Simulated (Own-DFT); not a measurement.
## Calculated data, GaN (wurtzite, strained, atoms displaced), Si3N4 (beta silicon nitride, strained, atoms displaced), SiC (4H silicon carbide, atoms displaced), SiC (4H silicon carbide, strained, atoms displaced)

All values are calculated (Own-DFT development build). A calculation, not a measurement: plane-wave PBE density functional theory by an unreviewed code, no spin, of a simulated periodic cell, stress positive in tension, free energy of the whole cell less one offset for each atom, forces on such cells passed a denser k mesh, this cell's mesh not checked; offsets are fitted by least squares, one for each functional and potential file, so energies compare only between cells with the same atoms and settings and are not formation energies; the far tail of each file's local potential was reset to the Coulomb form; each entry is a single point on an unrelaxed cell, so the pressure reflects the starting lattice, mostly measured values (interpolated for alloys), from which strain is counted, and rises with the displacements; printed positions are rounded, which can move forces by about a meV/angstrom; the program, named Own-DFT, is a retired in-house code; no spin-orbit coupling.

Settings shared by all entries: functional PBE.

(1) 
```cif
# cell vector a (Å): 12.7560 0.0000 0.0000
# cell vector b (Å): -4.7835 8.2853 0.0000
# cell vector c (Å): 0.0000 0.0000 10.6292
data_GaN
_symmetry_space_group_name_H-M 'P 1'
_symmetry_Int_Tables_number 1
_cell_length_a 12.7560
_cell_length_b 9.5670
_cell_length_c 10.6292
_cell_angle_alpha 90.000
_cell_angle_beta 90.000
_cell_angle_gamma 120.000
_cell_volume 1123.37
loop_
_atom_site_label
_atom_site_type_symbol
_atom_site_fract_x
_atom_site_fract_y
_atom_site_fract_z
_atom_site_occupancy
Ga1 Ga 0.07593 0.21848 0.99778 1
Ga2 Ga 0.16972 0.10846 0.25149 1
N1 N 0.08355 0.22571 0.19509 1
N2 N 0.16330 0.11291 0.43535 1
Ga3 Ga 0.08179 0.21905 0.50282 1
Ga4 Ga 0.16844 0.11408 0.74551 1
N3 N 0.07928 0.22142 0.69740 1
N4 N 0.16096 0.11838 0.93973 1
Ga5 Ga 0.08218 0.55905 0.01289 1
Ga6 Ga 0.17325 0.44732 0.24490 1
N5 N 0.07789 0.55345 0.19651 1
N6 N 0.16159 0.43265 0.42954 1
Ga7 Ga 0.07878 0.55101 0.49506 1
Ga8 Ga 0.17200 0.44634 0.74579 1
N7 N 0.08737 0.55206 0.68935 1
N8 N 0.16913 0.44636 0.93103 1
Ga9 Ga 0.08763 0.89026 0.00190 1
Ga10 Ga 0.16731 0.78080 0.25133 1
N9 N 0.08671 0.89516 0.18962 1
N10 N 0.17490 0.78494 0.43947 1
Ga11 Ga 0.08020 0.88299 0.50178 1
Ga12 Ga 0.17475 0.78094 0.75593 1
N11 N 0.08550 0.88524 0.69239 1
N12 N 0.17440 0.78377 0.93234 1
Ga13 Ga 0.33180 0.22167 0.00562 1
Ga14 Ga 0.41566 0.11362 0.24672 1
N13 N 0.33021 0.21914 0.18681 1
N14 N 0.41540 0.11408 0.44564 1
Ga15 Ga 0.33350 0.22323 0.50107 1
Ga16 Ga 0.41438 0.10958 0.75188 1
N15 N 0.32369 0.20890 0.68741 1
N16 N 0.41212 0.10235 0.93545 1
Ga17 Ga 0.33319 0.55333 0.00580 1
Ga18 Ga 0.41880 0.44644 0.25498 1
N17 N 0.32850 0.55129 0.19232 1
N18 N 0.41721 0.44089 0.44026 1
Ga19 Ga 0.32945 0.54906 0.50246 1
Ga20 Ga 0.41902 0.45400 0.74436 1
N19 N 0.32917 0.55475 0.68985 1
N20 N 0.43005 0.45077 0.93464 1
Ga21 Ga 0.32929 0.88900 0.99947 1
Ga22 Ga 0.40882 0.77574 0.24700 1
N21 N 0.33946 0.88538 0.19597 1
N22 N 0.41812 0.77820 0.43876 1
Ga23 Ga 0.33558 0.88653 0.50360 1
Ga24 Ga 0.41766 0.78405 0.74986 1
N23 N 0.32753 0.88653 0.68881 1
N24 N 0.42241 0.77727 0.94175 1
Ga25 Ga 0.58168 0.21805 0.00035 1
Ga26 Ga 0.67528 0.11086 0.25340 1
N25 N 0.57326 0.21510 0.19295 1
N26 N 0.67061 0.11709 0.44505 1
Ga27 Ga 0.59320 0.22454 0.49261 1
Ga28 Ga 0.66360 0.11170 0.74876 1
N27 N 0.57819 0.22413 0.69450 1
N28 N 0.66661 0.11593 0.93765 1
Ga29 Ga 0.58876 0.55702 0.99500 1
Ga30 Ga 0.66698 0.45141 0.25552 1
N29 N 0.58343 0.55792 0.19223 1
N30 N 0.66136 0.43996 0.44304 1
Ga31 Ga 0.58129 0.55370 0.49121 1
Ga32 Ga 0.65981 0.44474 0.75408 1
N31 N 0.59266 0.56052 0.68542 1
N32 N 0.66633 0.44998 0.93772 1
Ga33 Ga 0.57752 0.88531 0.00493 1
Ga34 Ga 0.66390 0.78166 0.25966 1
N33 N 0.57723 0.88312 0.19124 1
N34 N 0.65751 0.77355 0.44078 1
Ga35 Ga 0.58355 0.89187 0.50294 1
Ga36 Ga 0.66379 0.76857 0.74387 1
N35 N 0.58556 0.89084 0.69580 1
N36 N 0.66881 0.78660 0.93841 1
Ga37 Ga 0.83455 0.22527 0.00812 1
Ga38 Ga 0.91546 0.10574 0.24942 1
N37 N 0.83053 0.21304 0.18996 1
N38 N 0.91748 0.11388 0.43287 1
Ga39 Ga 0.82978 0.21789 0.50477 1
Ga40 Ga 0.92184 0.11000 0.75269 1
N39 N 0.83421 0.22422 0.68872 1
N40 N 0.91956 0.11512 0.93395 1
Ga41 Ga 0.82498 0.54621 0.99596 1
Ga42 Ga 0.91261 0.44129 0.24768 1
N41 N 0.83700 0.56025 0.18955 1
N42 N 0.91511 0.44231 0.43603 1
Ga43 Ga 0.84424 0.55191 0.49980 1
Ga44 Ga 0.91482 0.43652 0.75243 1
N43 N 0.83360 0.55309 0.68925 1
N44 N 0.91265 0.43947 0.93702 1
Ga45 Ga 0.83329 0.89731 0.00662 1
Ga46 Ga 0.91979 0.78143 0.25413 1
N45 N 0.83851 0.89375 0.19334 1
N46 N 0.91794 0.77638 0.44072 1
Ga47 Ga 0.83535 0.88888 0.50265 1
Ga48 Ga 0.91633 0.78591 0.74620 1
N47 N 0.82808 0.88488 0.68733 1
N48 N 0.92238 0.77411 0.93341 1
_calc_potential_files 'PseudoDojo norm-conserving, scalar-relativistic, standard set with the stringent files for Ga'
_calc_wave_cutoff 96  # hartree
_calc_occupations 'Gaussian'
_calc_smearing_width 0.01  # eV
_calc_k_mesh '3 x 4 x 3 centred on Gamma'
_calc_free_energy_of_cell_above_offsets '-5.456'  # eV
_calc_pressure 2.4  # GPa
_calc_stress_xx -6.59  # GPa
_calc_stress_yy -4.06  # GPa
_calc_stress_zz 3.45  # GPa
_calc_stress_yz 0.01  # GPa
_calc_stress_xz 0.26  # GPa
_calc_stress_xy -0.55  # GPa
```

Force:
```tsv
element	x (eV/Å)	y (eV/Å)	z (eV/Å)
Ga	0.956	1.585	1.117
Ga	-1.436	0.988	0.325
N	0.15	-0.686	-1.463
N	0.868	-0.658	0.65
Ga	-0.358	0.071	-0.119
Ga	-1.132	-1.148	1.433
N	1.411	0.277	-1.98
N	2.001	-0.867	-0.329
Ga	0.353	-0.411	-1.95
Ga	-2.243	-1.483	1.22
N	0.895	0.522	-0.745
N	0.125	1.371	1.195
Ga	1.436	0.555	0.79
Ga	-1.658	-0.597	1.225
N	-1.033	0.417	-0.647
N	-0.417	0.205	1.606
Ga	-0.862	0.285	-0.714
Ga	0.375	0.026	0.667
N	0.222	-1.079	-0.401
N	-1.273	-1.226	-0.445
Ga	1.135	1.079	0.56
Ga	-1.957	-1.588	-1.116
N	-0.539	0.393	-0.745
N	-1.262	-1.086	1.925
Ga	-0.205	0.357	-1.516
Ga	-0.404	-0.94	1.758
N	0.423	0.82	0.34
N	1.102	-0.426	-1.065
Ga	-0.293	-0.971	0.291
Ga	-0.311	-0.021	-0.332
N	1.37	2.426	-0.362
N	-0.162	1.21	0.689
Ga	0.354	-0.188	-1.132
Ga	-0.238	-0.388	-0.448
N	1.983	0.957	-0.93
N	-0.925	0.314	-0.215
Ga	-0.378	0.51	-0.617
Ga	0.731	-1.224	0.754
N	1.647	1.017	-1.002
N	-2.042	-1.024	0.065
Ga	1.971	-0.291	0.856
Ga	2.772	-0.946	1.739
N	-3.619	1.352	-2.018
N	-0.015	-0.519	0.088
Ga	-0.159	0.833	-0.15
Ga	0.074	-0.428	0.676
N	2.032	0.714	-0.3
N	-2.069	-0.554	-0.624
Ga	-0.571	0.262	0.357
Ga	-2.755	-0.893	0.085
N	2.552	1.495	-0.749
N	0.708	-1.557	-1.424
Ga	-3.172	-0.059	1.729
Ga	0.353	0.663	0.803
N	0.796	-0.234	-0.97
N	0.553	-0.517	0.437
Ga	-0.819	1.562	1.4
Ga	0.41	-0.882	-0.282
N	-0.013	0.318	-0.41
N	1.447	1.238	-0.972
Ga	0.562	-0.073	1.505
Ga	2.063	-0.36	-0.563
N	-2.178	-1.109	-1.065
N	0.321	-1.594	-0.102
Ga	1.453	1.119	-0.139
Ga	0.418	-0.344	-1.159
N	0.538	0.746	0.162
N	1.384	0.932	0.125
Ga	-0.471	-0.319	0.513
Ga	-0.333	1.863	1.684
N	-0.411	-0.425	-1.329
N	0.453	-0.597	-0.07
Ga	-0.296	-0.705	-1.496
Ga	0.875	1.442	0.768
N	0.486	1.26	-0.263
N	-0.506	-0.782	1.153
Ga	1.561	0.647	0.218
Ga	-2.106	-0.483	-0.097
N	0.087	-1.254	-0.155
N	-1.454	-0.623	0.852
Ga	1.365	1.685	0.396
Ga	-0.011	-0.196	0.627
N	-0.754	-0.544	-0.336
N	0.829	-1.054	-0.761
Ga	-2.914	0.614	1.381
Ga	0.216	1.514	-0.096
N	-0.174	0.077	-0.184
N	0.586	0.53	0.961
Ga	0.837	-1.042	-0.903
Ga	0.111	-0.194	-0.274
N	-0.847	-1.362	-0.431
N	-0.432	-0.298	-0.4
Ga	-0.632	0.081	-0.38
Ga	1.263	-1.471	0.797
N	0.407	1.041	-0.4
N	-1.182	0.348	0.855
```

(2) 
```cif
# cell vector a (Å): 7.5848 0.1192 0.0800
# cell vector b (Å): -3.6892 6.5753 -0.0536
# cell vector c (Å): 0.0918 -0.0180 8.7296
data_Si3N4
_symmetry_space_group_name_H-M 'P 1'
_symmetry_Int_Tables_number 1
_cell_length_a 7.5862
_cell_length_b 7.5397
_cell_length_c 8.7301
_cell_angle_alpha 90.805
_cell_angle_beta 88.795
_cell_angle_gamma 118.397
_cell_volume 439.15
loop_
_atom_site_label
_atom_site_type_symbol
_atom_site_fract_x
_atom_site_fract_y
_atom_site_fract_z
_atom_site_occupancy
Si1 Si 0.17519 0.77217 0.07498 1
Si2 Si 0.23362 0.40488 0.08673 1
Si3 Si 0.60394 0.83294 0.08531 1
Si4 Si 0.81180 0.22715 0.25667 1
Si5 Si 0.78250 0.59887 0.24985 1
Si6 Si 0.40384 0.17841 0.24764 1
N1 N 0.32314 0.02982 0.07885 1
N2 N 0.96872 0.30552 0.08250 1
N3 N 0.68958 0.66670 0.07892 1
N4 N 0.66219 0.97166 0.24935 1
N5 N 0.03552 0.69704 0.24371 1
N6 N 0.30986 0.32986 0.25471 1
N7 N 0.33576 0.65995 0.08700 1
N8 N 0.66045 0.32571 0.25379 1
Si7 Si 0.15507 0.75983 0.42293 1
Si8 Si 0.23228 0.39372 0.41074 1
Si9 Si 0.60656 0.83536 0.42067 1
Si10 Si 0.82598 0.22824 0.58392 1
Si11 Si 0.76168 0.59183 0.58142 1
Si12 Si 0.40592 0.17247 0.58669 1
N9 N 0.32823 0.03473 0.42028 1
N10 N 0.97917 0.30643 0.41718 1
N11 N 0.71247 0.67335 0.40500 1
N12 N 0.65333 0.96358 0.58446 1
N13 N 0.02862 0.70678 0.58782 1
N14 N 0.29568 0.33421 0.59363 1
N15 N 0.33878 0.67582 0.41826 1
N16 N 0.66983 0.34911 0.57957 1
Si13 Si 0.17368 0.76277 0.74569 1
Si14 Si 0.24173 0.40167 0.75159 1
Si15 Si 0.59668 0.82305 0.75570 1
Si16 Si 0.83169 0.22984 0.91731 1
Si17 Si 0.77315 0.59897 0.91319 1
Si18 Si 0.41523 0.17992 0.91349 1
N17 N 0.33078 0.02198 0.75284 1
N18 N 0.97184 0.31308 0.73431 1
N19 N 0.70627 0.67312 0.74713 1
N20 N 0.67884 0.96814 0.92515 1
N21 N 0.05276 0.73079 0.91997 1
N22 N 0.30336 0.33665 0.91919 1
N23 N 0.33954 0.66889 0.74962 1
N24 N 0.67639 0.35060 0.92209 1
_calc_potential_files 'PseudoDojo norm-conserving, scalar-relativistic, standard set'
_calc_wave_cutoff 42  # hartree
_calc_occupations 'Fermi-Dirac'
_calc_smearing_width 0.1  # eV
_calc_k_mesh '3 x 3 x 3 centred on Gamma'
_calc_free_energy_of_cell_above_offsets '-3.150'  # eV
_calc_pressure 6.58  # GPa
_calc_stress_xx -5.84  # GPa
_calc_stress_yy -3.43  # GPa
_calc_stress_zz -10.47  # GPa
_calc_stress_yz -3.02  # GPa
_calc_stress_xz 4.39  # GPa
_calc_stress_xy 7.3  # GPa
```

Force:
```tsv
element	x (eV/Å)	y (eV/Å)	z (eV/Å)
Si	3.439	0.15	3.389
Si	-1.117	0.651	0.404
Si	-2.612	-2.182	1.135
Si	3.29	0.636	-1.128
Si	-0.893	-1.867	-3.389
Si	3.013	-3.521	0.626
N	0.761	1.674	0.685
N	0.806	-0.374	1.055
N	3.073	-0.982	1.249
N	0.851	0.292	1.228
N	-0.678	0.188	1.039
N	-2.359	1.309	-2.726
N	-0.482	2.219	-0.378
N	-1.156	2.375	-0.229
Si	4.091	2.181	-2.477
Si	-1.434	4.001	3.789
Si	-2.453	-2.756	-2.241
Si	-1.251	0.327	-1.591
Si	1.01	2.389	-1.049
Si	0.17	0.421	-0.29
N	-0.55	-0.925	-0.835
N	-1.928	-1.681	-0.683
N	-1.592	1.265	3.661
N	1.302	2.561	1.658
N	-1.8	-1.029	0.297
N	3.234	-2.094	-5.001
N	0.317	-1.815	-0.002
N	0.754	-4.861	0.329
Si	0.965	0.848	1.005
Si	-4.155	2.795	2.374
Si	-1.743	0.371	-0.308
Si	-0.417	1.11	-0.835
Si	0.935	2.163	0.884
Si	-0.155	-0.583	0.729
N	0.377	2.265	-0.811
N	1.276	-0.378	4.446
N	-0.281	0.217	0.787
N	-0.268	1.644	-2.566
N	-4.409	-3.244	-3.459
N	1.042	-1.228	-0.586
N	0.286	-0.952	0.413
N	0.741	-3.58	-0.598
```

(3) 
```cif
# cell vector a (Å): 6.1654 0.0000 0.0000
# cell vector b (Å): -3.0827 5.3394 0.0000
# cell vector c (Å): 0.0000 0.0000 10.0681
data_SiC
_symmetry_space_group_name_H-M 'P 1'
_symmetry_Int_Tables_number 1
_cell_length_a 6.1654
_cell_length_b 6.1654
_cell_length_c 10.0681
_cell_angle_alpha 90.000
_cell_angle_beta 90.000
_cell_angle_gamma 120.000
_cell_volume 331.44
loop_
_atom_site_label
_atom_site_type_symbol
_atom_site_fract_x
_atom_site_fract_y
_atom_site_fract_z
_atom_site_occupancy
Si1 Si 0.98630 0.98657 0.40758 1
Si2 Si 0.17692 0.33088 0.16193 1
C1 C 0.98634 0.99292 0.06866 1
C2 C 0.14753 0.30927 0.33956 1
Si3 Si 0.98011 0.47408 0.41635 1
Si4 Si 0.15662 0.81672 0.15396 1
C3 C 0.98432 0.46297 0.09828 1
C4 C 0.17950 0.82037 0.32965 1
Si5 Si 0.51516 0.02253 0.41921 1
Si6 Si 0.68055 0.35433 0.15761 1
C5 C 0.49364 0.00704 0.09739 1
C6 C 0.66719 0.32951 0.34205 1
Si7 Si 0.50127 0.48339 0.40446 1
Si8 Si 0.68526 0.85478 0.16615 1
C7 C 0.50443 0.53635 0.09824 1
C8 C 0.65707 0.84131 0.34467 1
Si9 Si 0.01661 0.00850 0.90547 1
Si10 Si 0.80921 0.64369 0.66511 1
C9 C 0.96007 0.97503 0.59059 1
C10 C 0.83799 0.70073 0.83716 1
Si11 Si 0.01699 0.53403 0.90067 1
Si12 Si 0.81814 0.19751 0.65624 1
C11 C 0.00094 0.50317 0.58980 1
C12 C 0.83806 0.15550 0.84965 1
Si13 Si 0.51835 0.02246 0.90542 1
Si14 Si 0.31088 0.64736 0.65721 1
C13 C 0.49315 0.98361 0.59777 1
C14 C 0.32705 0.65043 0.84575 1
Si15 Si 0.52806 0.54132 0.90610 1
Si16 Si 0.31276 0.14451 0.67550 1
C15 C 0.52634 0.54102 0.57690 1
C16 C 0.33976 0.20465 0.84054 1
_calc_potential_files 'PseudoDojo norm-conserving, scalar-relativistic, standard set'
_calc_wave_cutoff 42  # hartree
_calc_occupations 'Fermi-Dirac'
_calc_smearing_width 0.1  # eV
_calc_hardware 'one NVIDIA H100'
_calc_k_mesh '5 x 5 x 3 centred on Gamma'
_calc_free_energy_of_cell_above_offsets '3.733'  # eV
_calc_pressure 8.32  # GPa
_calc_stress_xx -5.42  # GPa
_calc_stress_yy -3.5  # GPa
_calc_stress_zz -16.05  # GPa
_calc_stress_yz -0.26  # GPa
_calc_stress_xz 0.77  # GPa
_calc_stress_xy -3  # GPa
_calc_wall_time 121.6  # s
```

Force:
```tsv
element	x (eV/Å)	y (eV/Å)	z (eV/Å)
Si	1.476	-0.939	-0.567
Si	-0.711	-0.603	-2.509
C	1.755	0.193	8.282
C	1.051	0.882	2.408
Si	1.794	2.83	-4.771
Si	0.367	0.515	-1.589
C	0.887	4.014	-2.098
C	-1.842	0.197	4.734
Si	-1.415	-3.681	-2.98
Si	-2.471	-2.407	-0.617
C	0.311	0.494	-1.03
C	-0.177	0.695	0.934
Si	-2.372	1.719	-1.589
Si	-2.062	0.403	-2.268
C	1.985	-2.013	-0.503
C	1.442	-0.95	0.907
Si	-0.794	2.307	-3.607
Si	0.397	3.326	-3.719
C	1.903	2.229	1.851
C	2.564	-2.438	1.404
Si	-1.151	-4.115	2.606
Si	3.043	-5.407	1.673
C	-1.676	0.362	2.028
C	-1.637	3.536	-2.385
Si	-1.194	-0.952	1.384
Si	3.284	1.728	-0.401
C	-2.249	1.682	1.411
C	-0.59	3.561	-1.574
Si	-1.173	-2.562	2.199
Si	-0.817	0.195	-6.982
C	-2.305	-4.003	3.367
C	2.376	-0.798	3.998
```

(4) 
```cif
# cell vector a (Å): 9.3421 -0.1435 -0.1290
# cell vector b (Å): -4.7953 8.1047 0.0264
# cell vector c (Å): -0.1404 -0.0478 9.9438
data_SiC
_symmetry_space_group_name_H-M 'P 1'
_symmetry_Int_Tables_number 1
_cell_length_a 9.3441
_cell_length_b 9.4171
_cell_length_c 9.9449
_cell_angle_alpha 89.665
_cell_angle_beta 91.596
_cell_angle_gamma 121.491
_cell_volume 745.89
loop_
_atom_site_label
_atom_site_type_symbol
_atom_site_fract_x
_atom_site_fract_y
_atom_site_fract_z
_atom_site_occupancy
Si1 Si 0.99105 0.99501 0.41221 1
Si2 Si 0.11846 0.21677 0.16240 1
C1 C 0.00515 0.00125 0.09192 1
C2 C 0.10367 0.20756 0.34322 1
Si3 Si 0.00188 0.33711 0.40202 1
Si4 Si 0.11481 0.55333 0.15890 1
C3 C 0.00319 0.33322 0.10084 1
C4 C 0.10593 0.55296 0.33622 1
Si5 Si 0.00252 0.67007 0.41137 1
Si6 Si 0.10788 0.88572 0.14830 1
C5 C 0.00640 0.67450 0.08940 1
C6 C 0.09785 0.87562 0.34639 1
Si7 Si 0.33498 0.00432 0.40845 1
Si8 Si 0.44356 0.22349 0.14979 1
C7 C 0.33122 0.01383 0.09678 1
C8 C 0.44781 0.21612 0.35212 1
Si9 Si 0.33633 0.33150 0.40334 1
Si10 Si 0.44446 0.55812 0.15586 1
C9 C 0.33576 0.33730 0.08900 1
C10 C 0.44822 0.55356 0.34331 1
Si11 Si 0.33033 0.66322 0.41059 1
Si12 Si 0.44512 0.88602 0.15944 1
C11 C 0.33597 0.66685 0.09181 1
C12 C 0.44491 0.88486 0.34695 1
Si13 Si 0.66712 0.98895 0.41074 1
Si14 Si 0.77140 0.21520 0.15515 1
C13 C 0.66429 0.99953 0.09132 1
C14 C 0.77394 0.21888 0.34524 1
Si15 Si 0.66304 0.33273 0.40807 1
Si16 Si 0.78311 0.55522 0.15260 1
C15 C 0.66472 0.32666 0.09445 1
C16 C 0.77757 0.55688 0.34002 1
Si17 Si 0.66831 0.66233 0.40740 1
Si18 Si 0.77662 0.89518 0.15538 1
C17 C 0.66834 0.67069 0.09000 1
C18 C 0.78402 0.89236 0.34655 1
Si19 Si 0.00661 0.00571 0.89996 1
Si20 Si 0.88936 0.78771 0.66042 1
C19 C 0.99226 0.99720 0.59826 1
C20 C 0.89328 0.78287 0.83630 1
Si21 Si 0.00683 0.67593 0.90938 1
Si22 Si 0.88545 0.44447 0.66177 1
C21 C 0.00190 0.66809 0.59405 1
C22 C 0.89935 0.45292 0.84564 1
Si23 Si 0.00076 0.33087 0.90710 1
Si24 Si 0.88679 0.10833 0.65180 1
C23 C 0.98215 0.32956 0.59233 1
C24 C 0.88185 0.10353 0.84591 1
Si25 Si 0.68483 0.00803 0.90976 1
Si26 Si 0.54407 0.77110 0.65808 1
C25 C 0.67631 0.00779 0.59665 1
C26 C 0.55923 0.78315 0.83524 1
Si27 Si 0.66048 0.66402 0.90808 1
Si28 Si 0.55365 0.44413 0.64867 1
C27 C 0.68110 0.67429 0.59092 1
C28 C 0.56459 0.45985 0.85031 1
Si29 Si 0.66274 0.32468 0.90425 1
Si30 Si 0.55133 0.11314 0.65209 1
C29 C 0.66736 0.33529 0.58893 1
C30 C 0.55981 0.11521 0.84517 1
Si31 Si 0.33139 0.00549 0.91073 1
Si32 Si 0.20896 0.77249 0.66122 1
C31 C 0.33318 0.00040 0.60376 1
C32 C 0.22318 0.77101 0.84391 1
Si33 Si 0.33379 0.65982 0.91049 1
Si34 Si 0.21583 0.44422 0.65911 1
C33 C 0.34268 0.68211 0.59193 1
C34 C 0.21374 0.44524 0.84161 1
Si35 Si 0.33098 0.32527 0.90880 1
Si36 Si 0.22568 0.11181 0.65411 1
C35 C 0.33595 0.34274 0.59678 1
C36 C 0.21333 0.10098 0.84790 1
_calc_potential_files 'PseudoDojo norm-conserving, scalar-relativistic, standard set'
_calc_wave_cutoff 42  # hartree
_calc_occupations 'Fermi-Dirac'
_calc_smearing_width 0.1  # eV
_calc_hardware 'one NVIDIA H100'
_calc_k_mesh '4 x 4 x 3 centred on Gamma'
_calc_free_energy_of_cell_above_offsets '-5.379'  # eV
_calc_pressure 5.62  # GPa
_calc_stress_xx 0.64  # GPa
_calc_stress_yy -3.5  # GPa
_calc_stress_zz -14.01  # GPa
_calc_stress_yz -2.38  # GPa
_calc_stress_xz -4.96  # GPa
_calc_stress_xy -8.01  # GPa
_calc_wall_time 336.9  # s
```

Force:
```tsv
element	x (eV/Å)	y (eV/Å)	z (eV/Å)
Si	2.405	0.015	-0.57
Si	-1.478	0.488	-1.712
C	-1	-0.253	-0.345
C	0.419	2.145	1.602
Si	-0.61	-1.507	0.115
Si	-0.782	0.471	-2.166
C	0.113	-0.909	-1.033
C	0.538	0.769	3.039
Si	-0.27	-1.792	-1.205
Si	-0.374	1.222	2.356
C	0.378	-1.939	1.133
C	0.797	3.055	-0.587
Si	-0.244	-2.509	0.207
Si	0.358	1.637	2.119
C	1.468	-3.271	-0.404
C	-2.267	1.136	-2.014
Si	-0.435	-0.525	0.506
Si	0.958	0.041	-0.363
C	0.013	-0.301	2.049
C	-1.298	-0.13	0.401
Si	0.264	0.161	-1.649
Si	-0.862	0.87	-0.556
C	-0.307	-0.044	1.342
C	-0.68	0.032	0.051
Si	-0.519	1.947	-0.434
Si	0.69	1.303	1.065
C	0.177	-0.447	0.765
C	-0.125	-0.35	-0.122
Si	2.224	0.59	-1.48
Si	-0.831	0.186	-0.071
C	-0.014	0.911	-0.461
C	0.184	-0.589	0.796
Si	0.53	1.06	-0.927
Si	1.492	-0.635	0.136
C	0.048	-0.115	1.497
C	-2.185	-1.797	-0.908
Si	-2.357	-1.973	1.588
Si	1.642	-1.599	-1.35
C	1.293	1.831	-0.581
C	-0.182	-0.464	3.373
Si	-0.325	-0.875	-2.026
Si	0.108	0.503	-0.91
C	-1.736	-0.748	0.44
C	-1.087	-1.355	0.98
Si	-0.944	0.214	0.599
Si	0.365	1.167	1.465
C	2.595	0.833	-0.024
C	3.22	2.65	-1.272
Si	-4.312	-2.365	-1.046
Si	3.648	2.607	-1.155
C	-2.813	-2.336	-0.498
C	-0.189	-0.851	3.528
Si	0.755	3.146	-1.12
Si	1.529	1.694	1.884
C	-2.899	-1.689	0.322
C	-0.096	-4.74	-1.929
Si	0.337	3.127	0.348
Si	2.344	0.245	1.161
C	-0.978	-0.089	1.812
C	-0.177	-1.494	-0.427
Si	1.784	-1.432	-1.059
Si	2.715	1.428	-0.373
C	-1.205	-0.665	-1.758
C	-0.143	1.344	1.621
Si	-0.22	1.608	-2.026
Si	-0.207	0.5	-1.427
C	-3.135	-3.134	0.378
C	2.12	-1.043	1.138
Si	-0.276	1.703	-1.982
Si	-0.88	0.324	0.596
C	-1.07	-1.543	-0.758
C	2.002	2.548	-1.692
```
